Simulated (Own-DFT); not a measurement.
# How strain changes the stress of C40 NbSi2, 36 atoms (Nb12Si24)

All numbers below are calculated, not measured. They come from Own-DFT, an in-house plane-wave density functional program, since retired, whose code no person has reviewed. Each row is one single-point run on a periodic cell that was not relaxed, without spin or spin-orbit coupling.

Settings of every run: PBE; PseudoDojo norm-conserving scalar-relativistic files; cutoff 42 hartree; 4 x 4 x 5 k mesh centred on Gamma; cold (Marzari-Vanderbilt) smearing of 0.2 eV.

Known limits: forces on such cells failed a check on a denser k mesh; stress not checked against mesh or cutoff.

Unstrained cell vectors in Å: (0.000, 8.324, 0.000); (-9.613, 0.000, 0.000); (0.000, 0.000, 6.586). The unstrained cell was taken from the Materials Project. The random moves and any unrelaxed bonds add to the pressure at no strain. Each run strains this cell uniformly, with the atoms carried along. Every atom was also moved at random, by a Gaussian of width 0.05 Å on each axis. Strain is the symmetric tensor, in per cent. Stress is positive in tension, and the pressure is minus a third of its trace.

| run | e_xx (%) | e_yy (%) | e_zz (%) | e_yz (%) | e_xz (%) | e_xy (%) | s_xx (GPa) | s_yy (GPa) | s_zz (GPa) | s_yz (GPa) | s_xz (GPa) | s_xy (GPa) | P (GPa) | E (meV/atom) |
|---|---|---|---|---|---|---|---|---|---|---|---|---|---|---|
| 1 | -1.94 | -1.67 | -0.43 | -0.74 | -0.02 | 1.20 | -13.07 | -11.11 | -9.97 | -2.09 | -0.64 | 4.26 | 11.38 | 46.6 |
| 2 | -0.67 | 1.82 | 0.39 | -0.08 | -0.34 | -1.20 | -3.77 | 3.59 | -0.79 | -0.36 | -1.66 | -3.14 | 0.32 | 4.1 |
| 3 | -0.38 | -0.80 | -1.35 | -0.91 | -0.56 | -0.50 | -5.78 | -6.58 | -11.47 | -3.28 | -1.22 | -1.71 | 7.94 | 13.8 |
| 4 | 1.67 | -0.44 | 0.22 | -1.64 | -1.07 | -0.35 | 3.39 | -2.58 | -1.63 | -4.70 | -3.31 | -1.30 | 0.27 | 0.0 |
| 5 | -1.70 | 0.99 | -0.59 | -0.86 | 0.84 | -0.03 | -8.52 | -0.40 | -6.82 | -2.06 | 3.14 | 0.17 | 5.24 | 3.6 |
| 6 | -1.95 | 0.03 | -1.83 | -0.85 | -0.13 | 1.17 | -11.66 | -5.20 | -15.34 | -3.34 | -0.91 | 4.22 | 10.73 | 29.4 |
| 7 | 1.97 | -0.20 | -0.60 | -0.76 | -1.81 | 0.09 | 3.76 | -2.22 | -5.45 | -2.56 | -5.44 | 0.07 | 1.30 | 8.8 |
| 8 | -1.90 | 0.31 | 1.24 | 1.18 | 1.98 | 0.80 | -7.97 | -1.65 | 0.26 | 2.95 | 5.98 | 2.75 | 3.12 | 9.3 |
| 9 | -1.70 | 1.95 | -1.39 | -1.18 | -1.56 | 0.16 | -8.66 | 1.91 | -11.00 | -4.97 | -4.90 | 0.67 | 5.92 | 30.2 |
| 10 | -0.85 | -1.56 | -0.85 | -1.42 | 0.35 | -1.24 | -8.05 | -9.67 | -10.06 | -4.79 | 1.67 | -3.77 | 9.26 | 20.3 |
| 11 | 1.55 | -0.87 | -1.60 | 0.63 | 1.30 | -1.27 | 0.67 | -5.22 | -11.34 | 1.45 | 3.59 | -3.41 | 5.30 | 18.0 |
| 12 | 0.04 | 0.56 | -1.34 | 1.15 | -0.76 | -0.05 | -2.83 | -1.28 | -10.21 | 4.13 | -2.39 | -0.20 | 4.77 | 13.0 |
| 13 | 1.40 | -0.83 | 1.95 | -1.44 | -1.77 | -0.97 | 3.48 | -2.92 | 4.53 | -4.02 | -4.28 | -2.97 | -1.70 | 10.7 |
| 14 | 0.73 | -1.06 | 1.08 | 1.80 | -1.09 | -1.05 | 0.57 | -4.31 | 0.33 | 5.25 | -3.63 | -2.94 | 1.14 | 4.8 |
| 15 | -0.44 | 0.04 | -0.75 | -0.44 | 1.36 | 0.29 | -3.84 | -3.46 | -8.83 | -1.41 | 3.93 | 0.85 | 5.37 | 13.1 |
| 16 | 0.12 | -1.86 | 0.64 | 1.37 | -0.54 | 0.76 | ? | ? | ? | ? | ? | ? | ? | ? |

E is the free energy for each atom above the lowest run shown.

## Worked fit

Each stress component was fitted by least squares to a constant and the strains of the runs shown, as fractions, with shears doubled. Shear strains stay in the fit of a normal stress only where such slopes are resolved. The slopes, in GPa:

| stress | at no strain | per e_xx | per e_yy | per e_zz | scatter |
|---|---|---|---|---|---|
| s_xx | -2.6 | 380 ± 12 | 98 ± 15 | 91 ± 14 | 0.59 |
| s_yy | -2.4 | 86 ± 7 | 365 ± 9 | 78 ± 9 | 0.36 |
| s_zz | -4.3 | 92 ± 11 | 101 ± 15 | 472 ± 14 | 0.57 |

Each shear stress against twice its own strain: yz 151 ± 9, xz 153 ± 7, xy 151 ± 6 GPa. These are stiffnesses along x, y and z of the frame in which the cell vectors are given, which need not be the crystal's axes. The atoms are held to the strained lattice; where symmetry lets them move under strain, relaxing them would lower some slopes. The table should be nearly symmetric about its diagonal, and what it lacks of that shows the noise. A ninth of its sum, 196 ± 5 GPa, estimates the bulk modulus near the mean pressure of these runs, 4.7 GPa, so it lies above the value at zero pressure.

## Withheld run

Question: what normal stresses and pressure should run 16 give?

The fit gives s_xx = -3.4, s_yy = -8.6, s_zz = -3.0 and P = 5.0 GPa. The calculation gave -2.71, -8.71, -2.20 and P = 4.54 GPa.
